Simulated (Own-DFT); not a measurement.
GaN (wurtzite, strained, atoms displaced) (calculated)

Computed with Own-DFT development build. A calculation, not a measurement: plane-wave PBE density functional theory by an unreviewed code, no spin, of a simulated periodic cell, stress positive in tension, free energy of the whole cell less one offset for each atom, forces on such cells passed a denser k mesh, this cell's mesh not checked; offsets are fitted by least squares, one for each functional and potential file, so energies compare only between cells with the same atoms and settings and are not formation energies; the far tail of each file's local potential was reset to the Coulomb form; each entry is a single point on an unrelaxed cell, so the pressure reflects the starting lattice, mostly measured values (interpolated for alloys), from which strain is counted, and rises with the displacements; printed positions are rounded, which can move forces by about a meV/angstrom; the program, named Own-DFT, is a retired in-house code; no spin-orbit coupling.

Settings shared by all entries: functional PBE; potential files PseudoDojo norm-conserving, scalar-relativistic, standard set with the stringent files for Ga; wave cutoff 96 hartree; occupations Gaussian; smearing width 0.01 eV; k mesh 3 x 4 x 3 centred on Gamma.

```json
{"entry": 1, "formula": "GaN", "kind": "wurtzite, strained, atoms displaced", "structure": {"cell_angstrom": [[12.756, -0.0638, 0.0], [-4.8249, 8.3092, 0.0], [0.0, 0.0, 10.37]], "atoms_fractional": [["Ga", 0.08032, 0.22135, 0.99527], ["Ga", 0.15822, 0.10514, 0.24971], ["N", 0.0867, 0.22252, 0.1898], ["N", 0.16518, 0.11685, 0.44088], ["Ga", 0.08934, 0.22112, 0.49707], ["Ga", 0.17811, 0.12108, 0.7621], ["N", 0.09246, 0.2218, 0.68971], ["N", 0.16516, 0.11162, 0.93576], ["Ga", 0.08686, 0.56001, 0.00376], ["Ga", 0.17079, 0.44252, 0.24752], ["N", 0.07954, 0.55173, 0.17872], ["N", 0.16978, 0.4404, 0.42981], ["Ga", 0.08577, 0.56447, 0.50623], ["Ga", 0.17073, 0.44696, 0.75351], ["N", 0.07873, 0.55704, 0.69446], ["N", 0.16807, 0.44759, 0.94824], ["Ga", 0.08227, 0.87797, 0.00176], ["Ga", 0.16336, 0.77511, 0.25497], ["N", 0.08884, 0.89035, 0.19038], ["N", 0.16495, 0.77621, 0.43533], ["Ga", 0.0846, 0.88925, 0.49876], ["Ga", 0.16975, 0.773, 0.75284], ["N", 0.08858, 0.88959, 0.69899], ["N", 0.16329, 0.77395, 0.93966], ["Ga", 0.33294, 0.22071, 0.99958], ["Ga", 0.41811, 0.11563, 0.2495], ["N", 0.32469, 0.2245, 0.18046], ["N", 0.41227, 0.10564, 0.43937], ["Ga", 0.33159, 0.22327, 0.50451], ["Ga", 0.4125, 0.1081, 0.75264], ["N", 0.33586, 0.22506, 0.69334], ["N", 0.41589, 0.12024, 0.94497], ["Ga", 0.33002, 0.55603, 0.00518], ["Ga", 0.41833, 0.44289, 0.24843], ["N", 0.33491, 0.54822, 0.18791], ["N", 0.41199, 0.4357, 0.43673], ["Ga", 0.3349, 0.55988, 0.49453], ["Ga", 0.41866, 0.44625, 0.75842], ["N", 0.33856, 0.55556, 0.69034], ["N", 0.41423, 0.43609, 0.93932], ["Ga", 0.33324, 0.88992, 0.0032], ["Ga", 0.40809, 0.76898, 0.25094], ["N", 0.34071, 0.89131, 0.18775], ["N", 0.41294, 0.78334, 0.44552], ["Ga", 0.33369, 0.8851, 0.49716], ["Ga", 0.40951, 0.76162, 0.74427], ["N", 0.33302, 0.89529, 0.69155], ["N", 0.41904, 0.77436, 0.94153], ["Ga", 0.59138, 0.21894, 0.99524], ["Ga", 0.66717, 0.1082, 0.25011], ["N", 0.58445, 0.23003, 0.18467], ["N", 0.66334, 0.10099, 0.43131], ["Ga", 0.57697, 0.22011, 0.50175], ["Ga", 0.67317, 0.11251, 0.74319], ["N", 0.58756, 0.22368, 0.69133], ["N", 0.66272, 0.10635, 0.94261], ["Ga", 0.58022, 0.56569, 0.00487], ["Ga", 0.66765, 0.44395, 0.24995], ["N", 0.58275, 0.55918, 0.19648], ["N", 0.66201, 0.43291, 0.43762], ["Ga", 0.58111, 0.5494, 0.50028], ["Ga", 0.66072, 0.4513, 0.75319], ["N", 0.57984, 0.55756, 0.68735], ["N", 0.65943, 0.44823, 0.95204], ["Ga", 0.58465, 0.88688, 0.00478], ["Ga", 0.66734, 0.77852, 0.2477], ["N", 0.58919, 0.89599, 0.18165], ["N", 0.67456, 0.78877, 0.44849], ["Ga", 0.58123, 0.89363, 0.49743], ["Ga", 0.66111, 0.77611, 0.75057], ["N", 0.59122, 0.89299, 0.67802], ["N", 0.66795, 0.77614, 0.93807], ["Ga", 0.83367, 0.22416, 0.99515], ["Ga", 0.91289, 0.10687, 0.25433], ["N", 0.82032, 0.2154, 0.19245], ["N", 0.92271, 0.11529, 0.4411], ["Ga", 0.82797, 0.22066, 0.50531], ["Ga", 0.92062, 0.11809, 0.75478], ["N", 0.83314, 0.22082, 0.68872], ["N", 0.92182, 0.10745, 0.94205], ["Ga", 0.82969, 0.56319, 0.99996], ["Ga", 0.9175, 0.44108, 0.24738], ["N", 0.83938, 0.56803, 0.18624], ["N", 0.91374, 0.43052, 0.44922], ["Ga", 0.82678, 0.54899, 0.50161], ["Ga", 0.91598, 0.45017, 0.75503], ["N", 0.83924, 0.55381, 0.68367], ["N", 0.92388, 0.44807, 0.93101], ["Ga", 0.83546, 0.88985, 0.98602], ["Ga", 0.90948, 0.76783, 0.24758], ["N", 0.8328, 0.88666, 0.19268], ["N", 0.91705, 0.77533, 0.4411], ["Ga", 0.83464, 0.8912, 0.49933], ["Ga", 0.91512, 0.78396, 0.7542], ["N", 0.83524, 0.89116, 0.69017], ["N", 0.91866, 0.77596, 0.93068]]}, "results": {"free_energy_of_cell_above_offsets [eV]": "-4.534", "pressure [GPa]": 7.15, "stress_xx [GPa]": -5.91, "stress_yy [GPa]": -7.91, "stress_zz [GPa]": -7.62, "stress_yz [GPa]": 0.09, "stress_xz [GPa]": -0.11, "stress_xy [GPa]": -1.12, "force_element": ["Ga", "Ga", "N", "N", "Ga", "Ga", "N", "N", "Ga", "Ga", "N", "N", "Ga", "Ga", "N", "N", "Ga", "Ga", "N", "N", "Ga", "Ga", "N", "N", "Ga", "Ga", "N", "N", "Ga", "Ga", "N", "N", "Ga", "Ga", "N", "N", "Ga", "Ga", "N", "N", "Ga", "Ga", "N", "N", "Ga", "Ga", "N", "N", "Ga", "Ga", "N", "N", "Ga", "Ga", "N", "N", "Ga", "Ga", "N", "N", "Ga", "Ga", "N", "N", "Ga", "Ga", "N", "N", "Ga", "Ga", "N", "N", "Ga", "Ga", "N", "N", "Ga", "Ga", "N", "N", "Ga", "Ga", "N", "N", "Ga", "Ga", "N", "N", "Ga", "Ga", "N", "N", "Ga", "Ga", "N", "N"], "force_x [eV/angstrom]": [1.856, 1.03, -1.65, 2.066, -1.897, -1.028, -1.177, 0.05, -0.3, -1.079, 0.769, -0.822, 0.081, -0.656, 2.06, -0.329, -0.541, 0.726, -1.029, 0.301, -0.466, -1.286, -0.356, 1.247, -0.963, -0.546, 1.306, -0.407, 0.071, 0.958, 0.661, 1.77, 1.326, -0.313, -0.39, 0.263, 0.244, -0.055, -0.71, -0.624, 0.323, 1.43, -1.351, 1.762, -1.936, 0.408, 1.178, -0.701, -2.762, -2.448, 0.496, -0.748, 1.017, -1.536, -0.826, 1.862, 0.272, -0.086, 0.564, -0.347, -0.187, 1.716, 0.348, 1.003, -0.275, -0.288, -0.699, -1.707, 1.118, 0.925, -1.51, -0.564, 0.123, 0.236, 3.263, -0.9, 1.054, 0.675, 1.046, -2.229, 0.785, -0.564, 0.12, -0.341, 1.118, 0.105, -2.352, -1.301, 0.321, 0.633, 0.273, -0.25, 1.147, 1.521, -0.644, -0.449], "force_y [eV/angstrom]": [0.518, 0.757, -0.309, -1.755, 0.968, -1.697, 0.74, -0.558, -0.537, -0.335, 0.316, 1.217, -1.973, -0.539, -0.452, -0.439, 1.606, -0.072, -0.927, 0.251, 0.329, 0.931, 0.318, 0.474, -0.022, 0.212, -0.486, 0.486, -0.768, 0.92, 0.585, -1.677, -0.221, -0.964, 1.207, 1.408, -1.079, -0.526, -1.509, 1.79, 0.299, 0.824, -0.329, -1.422, 1.207, 3.715, -1.616, 0.238, 1.09, -0.19, -0.938, 1.744, -0.908, -0.712, 0.093, -0.209, -1.554, 0.293, -0.163, 1.15, 1.001, -0.586, -0.131, -0.062, 0.012, 0.654, -1.651, -2.109, -0.989, 0.712, -0.484, 0.695, -0.057, 0.68, 1.736, -0.234, -1.384, -0.456, 0.801, 0.651, -1.026, -0.258, -3.324, 2.502, 0.327, -0.869, 0.701, -0.488, -0.738, 3.126, 0.205, -0.357, 0.607, -0.474, 0.215, 0.25], "force_z [eV/angstrom]": [1.552, 0.251, -0.764, -0.856, 1.195, -2.289, 0.197, 2.402, -1.643, -0.337, 2.857, 1.542, -0.392, -0.095, -0.717, -1.436, -0.166, -1.496, -0.346, 0.856, 1.452, 0.069, -1.199, 0.122, 0.325, -0.498, 1.81, -0.151, -0.025, 0.616, -0.647, -1.021, -0.7, 0.333, 0.537, 0.199, 0.536, -0.778, -1.169, 0.672, -0.756, -0.14, 0.654, -1.608, 1.233, 1.24, -0.769, -0.797, 0.985, 0.0, 0.399, 1.209, 0.132, 1.143, 0.028, -1.723, 0.506, -0.371, -0.769, -0.069, -0.551, 0.319, 0.097, -1.643, -1.375, 1.319, 2.085, -1.722, -0.157, -0.756, 1.81, -0.31, 0.85, -0.317, -1.627, 0.129, -0.749, -1.326, 0.736, -0.741, -0.368, 0.974, -0.305, -1.851, -0.334, -1.498, 1.254, 2.412, 2.011, 1.553, -1.435, -0.521, 0.664, -2.477, 0.404, 2.119]}}
{"entry": 2, "formula": "GaN", "kind": "wurtzite, strained, atoms displaced", "structure": {"cell_angstrom": [[12.756, 0.0, -0.0638], [-4.7835, 8.2853, 0.0239], [-0.0518, 0.0, 10.37]], "atoms_fractional": [["Ga", 0.08233, 0.22292, 0.00424], ["Ga", 0.16476, 0.11431, 0.2455], ["N", 0.0852, 0.21845, 0.18392], ["N", 0.17466, 0.11514, 0.44232], ["Ga", 0.08474, 0.22152, 0.49663], ["Ga", 0.16111, 0.10468, 0.74194], ["N", 0.08148, 0.22434, 0.68511], ["N", 0.16423, 0.11523, 0.94612], ["Ga", 0.08843, 0.56347, 0.01137], ["Ga", 0.16645, 0.44257, 0.26077], ["N", 0.0847, 0.55817, 0.19468], ["N", 0.17737, 0.45143, 0.43777], ["Ga", 0.08619, 0.5606, 0.49782], ["Ga", 0.17054, 0.44627, 0.74956], ["N", 0.07951, 0.55195, 0.69023], ["N", 0.16179, 0.44111, 0.93571], ["Ga", 0.08745, 0.88414, 0.01168], ["Ga", 0.1666, 0.77354, 0.25265], ["N", 0.0873, 0.88644, 0.18358], ["N", 0.17072, 0.77437, 0.43964], ["Ga", 0.0853, 0.8885, 0.49989], ["Ga", 0.16829, 0.77199, 0.73742], ["N", 0.08534, 0.88694, 0.69041], ["N", 0.16754, 0.77329, 0.94265], ["Ga", 0.32926, 0.2092, 0.00647], ["Ga", 0.42099, 0.11917, 0.25123], ["N", 0.33366, 0.22539, 0.19278], ["N", 0.42177, 0.11631, 0.43968], ["Ga", 0.32734, 0.21096, 0.49728], ["Ga", 0.4185, 0.11449, 0.74589], ["N", 0.32964, 0.22745, 0.69171], ["N", 0.42475, 0.11524, 0.94386], ["Ga", 0.33447, 0.55856, 0.0015], ["Ga", 0.41752, 0.43838, 0.25575], ["N", 0.33715, 0.55602, 0.18584], ["N", 0.41492, 0.43995, 0.44221], ["Ga", 0.33129, 0.55442, 0.50055], ["Ga", 0.41463, 0.444, 0.74745], ["N", 0.33236, 0.54948, 0.68931], ["N", 0.41123, 0.44239, 0.93773], ["Ga", 0.32389, 0.87614, 0.99329], ["Ga", 0.41641, 0.7757, 0.2579], ["N", 0.32736, 0.8832, 0.1881], ["N", 0.41387, 0.78351, 0.43335], ["Ga", 0.33909, 0.90208, 0.4921], ["Ga", 0.41035, 0.77207, 0.75218], ["N", 0.33193, 0.88641, 0.69032], ["N", 0.40663, 0.77619, 0.9327], ["Ga", 0.58487, 0.2184, 0.00111], ["Ga", 0.663, 0.11029, 0.24559], ["N", 0.58413, 0.2263, 0.18462], ["N", 0.66034, 0.10414, 0.44539], ["Ga", 0.58253, 0.2148, 0.49976], ["Ga", 0.66395, 0.09705, 0.75295], ["N", 0.58388, 0.21857, 0.68476], ["N", 0.66087, 0.10361, 0.94283], ["Ga", 0.5796, 0.54588, 0.00217], ["Ga", 0.66825, 0.44842, 0.2515], ["N", 0.58033, 0.55655, 0.19849], ["N", 0.66457, 0.44064, 0.44504], ["Ga", 0.58867, 0.55466, 0.49544], ["Ga", 0.66534, 0.44866, 0.74994], ["N", 0.58345, 0.56216, 0.68566], ["N", 0.6659, 0.43561, 0.94155], ["Ga", 0.5835, 0.89707, 0.99299], ["Ga", 0.66959, 0.77946, 0.2463], ["N", 0.5865, 0.90035, 0.18922], ["N", 0.66593, 0.77371, 0.44132], ["Ga", 0.57732, 0.87918, 0.49771], ["Ga", 0.66446, 0.7763, 0.74451], ["N", 0.57391, 0.88268, 0.67791], ["N", 0.66581, 0.78231, 0.93549], ["Ga", 0.83797, 0.22443, 0.00202], ["Ga", 0.91186, 0.10767, 0.24839], ["N", 0.83042, 0.22168, 0.1882], ["N", 0.91203, 0.10679, 0.45022], ["Ga", 0.82677, 0.22703, 0.50584], ["Ga", 0.92425, 0.12065, 0.74632], ["N", 0.82735, 0.21331, 0.6888], ["N", 0.91257, 0.11022, 0.93767], ["Ga", 0.82565, 0.54832, 0.00283], ["Ga", 0.91356, 0.44141, 0.25636], ["N", 0.83564, 0.55946, 0.18346], ["N", 0.9096, 0.43809, 0.44025], ["Ga", 0.83603, 0.56221, 0.49415], ["Ga", 0.91155, 0.44294, 0.74266], ["N", 0.82704, 0.55571, 0.6863], ["N", 0.90693, 0.43884, 0.93125], ["Ga", 0.83529, 0.89374, 0.9982], ["Ga", 0.92371, 0.77782, 0.25341], ["N", 0.83961, 0.89766, 0.19031], ["N", 0.91732, 0.78059, 0.44239], ["Ga", 0.8438, 0.89368, 0.50689], ["Ga", 0.91827, 0.77932, 0.75341], ["N", 0.83355, 0.89258, 0.68966], ["N", 0.90979, 0.78033, 0.93558]]}, "results": {"free_energy_of_cell_above_offsets [eV]": "-5.423", "pressure [GPa]": 6.85, "stress_xx [GPa]": -6.27, "stress_yy [GPa]": -7.28, "stress_zz [GPa]": -7.01, "stress_yz [GPa]": -0.28, "stress_xz [GPa]": -0.66, "stress_xy [GPa]": -0.13, "force_element": ["Ga", "Ga", "N", "N", "Ga", "Ga", "N", "N", "Ga", "Ga", "N", "N", "Ga", "Ga", "N", "N", "Ga", "Ga", "N", "N", "Ga", "Ga", "N", "N", "Ga", "Ga", "N", "N", "Ga", "Ga", "N", "N", "Ga", "Ga", "N", "N", "Ga", "Ga", "N", "N", "Ga", "Ga", "N", "N", "Ga", "Ga", "N", "N", "Ga", "Ga", "N", "N", "Ga", "Ga", "N", "N", "Ga", "Ga", "N", "N", "Ga", "Ga", "N", "N", "Ga", "Ga", "N", "N", "Ga", "Ga", "N", "N", "Ga", "Ga", "N", "N", "Ga", "Ga", "N", "N", "Ga", "Ga", "N", "N", "Ga", "Ga", "N", "N", "Ga", "Ga", "N", "N", "Ga", "Ga", "N", "N"], "force_x [eV/angstrom]": [-0.345, 1.34, -1.681, -2.832, -0.479, 0.323, 1.174, 0.741, -0.594, 0.731, -0.306, -2.552, 0.006, -0.775, 0.374, 0.111, -1.396, 0.343, -0.554, -1.128, 0.299, -0.653, -0.385, -2.085, 0.098, -0.11, 0.11, -0.972, 2.101, -0.177, 0.778, -1.817, -0.214, -1.067, -0.562, 0.047, 2.1, 0.911, -0.83, 0.841, 1.407, 0.0, 0.861, 0.314, 0.233, 0.693, 0.003, 1.833, -0.083, 0.195, 0.009, 0.824, 0.217, -0.836, -0.146, 1.024, -0.567, 0.058, 0.967, 1.164, -1.495, -0.131, 0.12, -1.308, -0.13, -0.496, 0.027, 0.56, 0.705, -0.11, 0.461, -0.023, -0.981, 0.337, 0.364, 0.378, 0.605, -1.328, 0.112, 0.844, 1.095, 0.141, -0.027, 0.967, -0.746, -0.235, 0.983, 0.986, -0.662, -1.084, 0.225, 1.233, -2.279, -0.542, 0.558, 1.79], "force_y [eV/angstrom]": [0.16, -0.755, 0.947, -1.915, 0.207, 1.157, 0.304, -1.476, -1.963, 0.232, -1.401, -1.481, -1.441, -0.48, -0.312, 0.634, 0.424, 0.884, 0.294, 1.045, 0.013, 0.296, -0.478, -0.125, 1.322, -1.321, -0.927, 0.113, 2.646, 0.043, -1.463, -1.361, -0.664, 1.084, -0.25, 0.144, 1.064, 0.243, 1.002, -0.311, 2.61, 0.288, 0.935, -1.001, -1.483, 0.144, 0.732, -0.199, 0.141, 0.816, 0.316, 0.209, 1.09, 0.775, 0.362, 2.124, 0.827, -0.24, -0.078, -0.135, 0.027, -0.88, -1.345, 0.645, -2.877, 0.716, -2.223, 0.808, 0.419, 0.795, -0.231, -0.834, -0.011, 1.105, 0.432, 1.699, -1.862, -1.188, 0.897, 0.68, 1.138, 0.008, -0.209, 1.446, -1.064, -0.32, 0.554, 0.858, -0.452, 0.47, -1.877, 0.082, -0.698, -0.301, -0.016, -0.756], "force_z [eV/angstrom]": [-1.515, 0.686, 1.957, -1.596, 0.326, 1.876, -0.26, -1.063, -1.737, -2.669, 0.49, 0.855, 0.72, 0.422, -1.147, 0.822, -3.873, -0.023, 3.376, -0.035, 0.202, 1.8, -0.724, -1.638, -1.138, -0.72, -0.05, -0.678, 1.526, 1.002, -0.881, -1.001, -0.349, -0.024, 1.149, 0.078, 0.53, 0.795, -0.672, 0.279, 1.597, -2.783, 0.087, 1.858, 1.353, -1.025, -1.198, 0.794, -0.243, 1.397, 1.13, -1.653, 0.667, -0.346, 1.015, -1.229, -0.268, 0.255, -1.397, -1.424, 0.764, -0.047, 0.102, -0.616, 1.427, 0.779, -0.637, -0.715, -0.607, 0.502, 1.992, 0.435, -0.724, 1.237, 0.435, -1.853, -0.295, 0.749, 0.423, -0.214, -1.431, -1.204, 1.866, 0.003, 1.388, 0.931, -0.426, 1.021, 0.102, -0.778, -0.392, -1.032, -0.142, -0.301, 0.436, 1.134]}}
{"entry": 3, "formula": "GaN", "kind": "wurtzite, strained, atoms displaced", "structure": {"cell_angstrom": [[12.756, 0.0, -0.0638], [-4.7835, 8.2853, 0.0239], [-0.0518, 0.0, 10.37]], "atoms_fractional": [["Ga", 0.08406, 0.21693, 0.00333], ["Ga", 0.16715, 0.11403, 0.24717], ["N", 0.08606, 0.23697, 0.18907], ["N", 0.16246, 0.11132, 0.44176], ["Ga", 0.07588, 0.22395, 0.50615], ["Ga", 0.16974, 0.11541, 0.74506], ["N", 0.08562, 0.22046, 0.68979], ["N", 0.16145, 0.11687, 0.93345], ["Ga", 0.0887, 0.55772, 0.99721], ["Ga", 0.16141, 0.44521, 0.24651], ["N", 0.07876, 0.54762, 0.19194], ["N", 0.16889, 0.44904, 0.43909], ["Ga", 0.07703, 0.53799, 0.49347], ["Ga", 0.16483, 0.44266, 0.7468], ["N", 0.07879, 0.54755, 0.68839], ["N", 0.17117, 0.44795, 0.9408], ["Ga", 0.082, 0.89169, 0.00955], ["Ga", 0.16625, 0.77386, 0.24033], ["N", 0.08656, 0.89557, 0.19712], ["N", 0.16858, 0.77355, 0.43628], ["Ga", 0.08568, 0.89309, 0.49943], ["Ga", 0.17412, 0.7719, 0.75357], ["N", 0.08168, 0.88144, 0.68341], ["N", 0.16597, 0.77588, 0.94091], ["Ga", 0.3299, 0.22132, 0.99462], ["Ga", 0.41028, 0.09292, 0.2483], ["N", 0.32522, 0.21519, 0.19001], ["N", 0.41714, 0.10729, 0.44201], ["Ga", 0.34414, 0.22151, 0.50312], ["Ga", 0.42681, 0.12814, 0.74755], ["N", 0.33486, 0.22365, 0.6886], ["N", 0.41352, 0.10748, 0.93582], ["Ga", 0.32913, 0.55088, 0.99424], ["Ga", 0.41659, 0.4512, 0.25133], ["N", 0.33661, 0.55915, 0.18693], ["N", 0.42334, 0.44158, 0.43796], ["Ga", 0.33758, 0.55842, 0.50127], ["Ga", 0.40697, 0.43209, 0.75014], ["N", 0.33357, 0.55148, 0.70004], ["N", 0.41541, 0.43893, 0.93887], ["Ga", 0.32848, 0.87935, 0.01386], ["Ga", 0.41893, 0.78849, 0.24885], ["N", 0.33886, 0.89289, 0.19266], ["N", 0.41344, 0.77155, 0.44458], ["Ga", 0.32376, 0.87067, 0.50317], ["Ga", 0.42392, 0.78033, 0.75454], ["N", 0.3334, 0.88585, 0.69009], ["N", 0.41135, 0.77088, 0.93269], ["Ga", 0.57809, 0.21726, 0.00405], ["Ga", 0.66383, 0.11348, 0.24963], ["N", 0.57639, 0.21673, 0.18208], ["N", 0.67336, 0.11785, 0.43566], ["Ga", 0.58334, 0.22284, 0.49776], ["Ga", 0.66562, 0.11313, 0.74601], ["N", 0.58273, 0.21865, 0.69729], ["N", 0.6616, 0.10919, 0.93652], ["Ga", 0.58268, 0.54777, 0.00362], ["Ga", 0.66708, 0.43587, 0.24526], ["N", 0.58221, 0.55452, 0.18639], ["N", 0.66874, 0.44346, 0.43949], ["Ga", 0.57776, 0.55363, 0.49804], ["Ga", 0.66982, 0.43892, 0.74917], ["N", 0.58123, 0.55032, 0.68626], ["N", 0.67091, 0.45124, 0.93159], ["Ga", 0.57694, 0.88329, 0.00324], ["Ga", 0.66439, 0.7758, 0.24858], ["N", 0.59248, 0.88855, 0.194], ["N", 0.66923, 0.77455, 0.43548], ["Ga", 0.57774, 0.88612, 0.50274], ["Ga", 0.66692, 0.78015, 0.74588], ["N", 0.58341, 0.88111, 0.69012], ["N", 0.66271, 0.77491, 0.93689], ["Ga", 0.83152, 0.21757, 0.01037], ["Ga", 0.91266, 0.10997, 0.24425], ["N", 0.83198, 0.21064, 0.19539], ["N", 0.92017, 0.11996, 0.44226], ["Ga", 0.83615, 0.22659, 0.50366], ["Ga", 0.91109, 0.10024, 0.7575], ["N", 0.83314, 0.22516, 0.68677], ["N", 0.916, 0.11703, 0.94504], ["Ga", 0.83322, 0.55579, 0.99349], ["Ga", 0.90941, 0.44439, 0.25411], ["N", 0.83273, 0.55375, 0.18293], ["N", 0.91182, 0.43843, 0.43653], ["Ga", 0.82844, 0.55136, 0.49579], ["Ga", 0.91773, 0.44387, 0.75012], ["N", 0.82832, 0.55882, 0.69091], ["N", 0.91448, 0.44678, 0.93382], ["Ga", 0.8411, 0.89153, 0.99264], ["Ga", 0.92601, 0.78943, 0.25346], ["N", 0.83428, 0.88847, 0.19047], ["N", 0.91398, 0.77519, 0.4346], ["Ga", 0.83199, 0.89624, 0.50236], ["Ga", 0.90712, 0.76767, 0.76015], ["N", 0.83727, 0.88571, 0.69189], ["N", 0.91123, 0.77604, 0.93884]]}, "results": {"free_energy_of_cell_above_offsets [eV]": "-4.579", "pressure [GPa]": 7.06, "stress_xx [GPa]": -8.01, "stress_yy [GPa]": -6.52, "stress_zz [GPa]": -6.65, "stress_yz [GPa]": -0.38, "stress_xz [GPa]": -1.37, "stress_xy [GPa]": 0.4, "force_element": ["Ga", "Ga", "N", "N", "Ga", "Ga", "N", "N", "Ga", "Ga", "N", "N", "Ga", "Ga", "N", "N", "Ga", "Ga", "N", "N", "Ga", "Ga", "N", "N", "Ga", "Ga", "N", "N", "Ga", "Ga", "N", "N", "Ga", "Ga", "N", "N", "Ga", "Ga", "N", "N", "Ga", "Ga", "N", "N", "Ga", "Ga", "N", "N", "Ga", "Ga", "N", "N", "Ga", "Ga", "N", "N", "Ga", "Ga", "N", "N", "Ga", "Ga", "N", "N", "Ga", "Ga", "N", "N", "Ga", "Ga", "N", "N", "Ga", "Ga", "N", "N", "Ga", "Ga", "N", "N", "Ga", "Ga", "N", "N", "Ga", "Ga", "N", "N", "Ga", "Ga", "N", "N", "Ga", "Ga", "N", "N"], "force_x [eV/angstrom]": [-1.268, -0.946, 0.149, 0.733, 2.364, -0.096, -1.338, 1.478, -1.196, 1.91, -1.115, 0.922, -0.634, 0.211, 0.445, -1.491, 0.176, -0.259, 0.664, -1.406, -0.085, -1.816, 0.098, -0.449, 0.37, -1.216, 1.743, 0.64, -2.356, -1.378, 0.166, -0.28, 1.759, 0.571, -1.158, -2.338, -0.074, 1.631, -0.618, -0.175, 0.53, 2.233, -1.111, 0.28, 0.417, -1.241, 0.905, -0.123, 0.252, 0.832, 0.353, -1.156, 0.553, 1.105, 0.657, 0.595, -0.346, -0.909, 0.438, -1.185, 2.342, -1.626, -0.223, -0.501, 0.931, 2.084, -3.107, -1.172, 1.327, 0.989, -0.687, 0.501, -1.107, 2.186, -2.384, -1.037, -0.18, 0.271, 0.271, 0.675, 0.093, 0.912, -0.139, -0.094, 0.758, -0.827, 1.651, 1.071, -2.876, -1.697, 0.334, 0.104, 1.095, 2.003, -1.341, 1.981], "force_y [eV/angstrom]": [1.76, 1.052, -2.758, 0.94, 0.246, -2.026, 0.082, -1.548, -1.251, 0.93, 1.3, -0.906, 2.275, -0.18, 0.587, -1.344, -0.048, -0.367, -0.706, -0.748, -0.979, 0.465, 0.225, 0.728, -0.483, 4.72, 0.805, -1.087, -0.237, -2.852, -0.937, -0.338, 0.407, -1.269, 0.662, -0.389, -1.701, 2.093, 0.691, 0.388, 0.986, -2.187, -2.632, 0.997, 1.521, -0.475, 0.722, 0.736, 0.619, -0.464, -0.225, -1.044, -0.199, -0.844, 0.805, -0.121, 0.883, 1.164, -0.507, -0.633, 0.904, 0.808, -0.045, -1.352, 0.229, -0.676, 0.886, 0.512, 0.526, -1.768, 1.703, 0.307, 0.754, -0.624, 2.175, -1.138, -0.809, 1.584, -0.866, -0.528, -0.476, -0.555, 0.498, 0.797, 1.368, 0.239, -0.939, -0.559, -0.147, -1.525, -0.001, 0.362, -0.665, 1.017, 0.408, 0.293], "force_z [eV/angstrom]": [-0.027, 1.936, -0.365, -0.387, -0.65, -0.148, 0.504, 0.314, 0.376, 1.192, -1.099, -0.304, 0.895, 0.714, -0.519, -0.777, -1.643, 2.092, -1.552, -0.907, -0.082, -0.826, 1.743, 0.833, 1.002, 1.607, -0.641, -0.743, -0.816, 1.036, -0.397, 0.689, 0.882, -0.453, 0.051, -0.328, 0.756, 0.585, -1.711, -0.045, -3.368, 0.988, -0.734, -1.347, 0.615, -1.056, 0.005, 2.31, -2.283, 0.138, 1.652, 0.73, 0.443, 0.968, -2.307, 0.628, -1.273, 0.617, 0.752, -0.947, 0.91, -0.182, 0.25, 1.337, -0.575, 0.446, -0.91, 0.67, -0.662, 0.965, -0.799, 0.275, -1.233, 1.606, -0.801, -0.929, -0.447, -0.61, 0.746, -0.597, 0.862, -0.979, 0.269, 0.406, 1.008, -0.139, -1.07, 1.14, 1.723, -0.121, -0.861, 1.032, -0.472, -2.11, -0.368, 0.901]}}
```
